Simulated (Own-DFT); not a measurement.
# Stretching a layer in its plane: wurtzite AlGaN with randomly placed atoms, 72 atoms (Al27Ga9N36)

Everything here is calculated. The program is Own-DFT (plane waves, in-house, since retired, never reviewed by a person); positions were held fixed, and spin and spin-orbit coupling were off.

Settings: PBE; PseudoDojo norm-conserving scalar-relativistic files; cutoff 42 hartree; 4 x 4 x 3 k mesh centred on Gamma; Fermi-Dirac smearing of 0.1 eV.

Caveats: forces on such cells passed a denser k mesh, each cell not checked; stress not checked against mesh or cutoff.

Unstrained cell vectors in Å: (9.394, 0.000, 0.000); (-4.697, 8.135, 0.000); (0.000, 0.000, 10.066). The unstrained cell has measured lattice constants (interpolated for alloys), not those of this functional. That, the random moves and any unrelaxed bonds set the pressure at no strain. Each run strains x and y alike by e, as a substrate would, and holds the height along z. All atoms carry random offsets, Gaussian with a width of 0.05 Å per axis. The random placing of the alloy's atoms differs from row to row. Stress is positive in tension.

```
e (%)  u (Å)  (s_xx + s_yy)/2 (GPa)  s_zz (GPa)
-2.75  0.050                 -24.89      -10.50
-2.00  0.050                 -18.79       -9.99
-1.50  0.054                 -14.87      -10.43
-1.25  0.050                 -14.43       -8.50
-0.75  0.053                 -10.13       -9.41
-0.50  0.050                      ?           ?
-0.25  0.053                  -7.78       -9.48
 0.50  0.048                  -2.15       -9.21
 1.75  0.047                   3.29       -5.53
 2.75  0.053                   6.73       -2.12
```

## Fit

With e as a fraction, the in-plane stress is -5.7 + 579 e - 4423 e² GPa (errors 11 and 705, scatter 0.58), and s_zz is -8.9 + 135 e + 3597 e² GPa (slope ± 17, scatter 0.84). At e = 0 the first slope is C11 + C12 and the second 2 C13, both with the ions held to the strained lattice and at the cell's own pressure. The term in e² is negative: the layer stiffens under compression and softens under tension. A free layer would change its height as e changes, and the in-plane slope would drop by 2 C13²/C33 to the biaxial modulus. At fixed height, a misfit of 1 % moves the in-plane stress by about 5.8 GPa and s_zz by 1.3 GPa.

## Check

Asked: what are the two stresses at e = -0.50 %?

From the fit: -8.7 and -9.5 GPa. The calculation gave -10.46 and -5.02 GPa. The miss is larger than the scatter suggests: chance, or a term that the fit lacks.
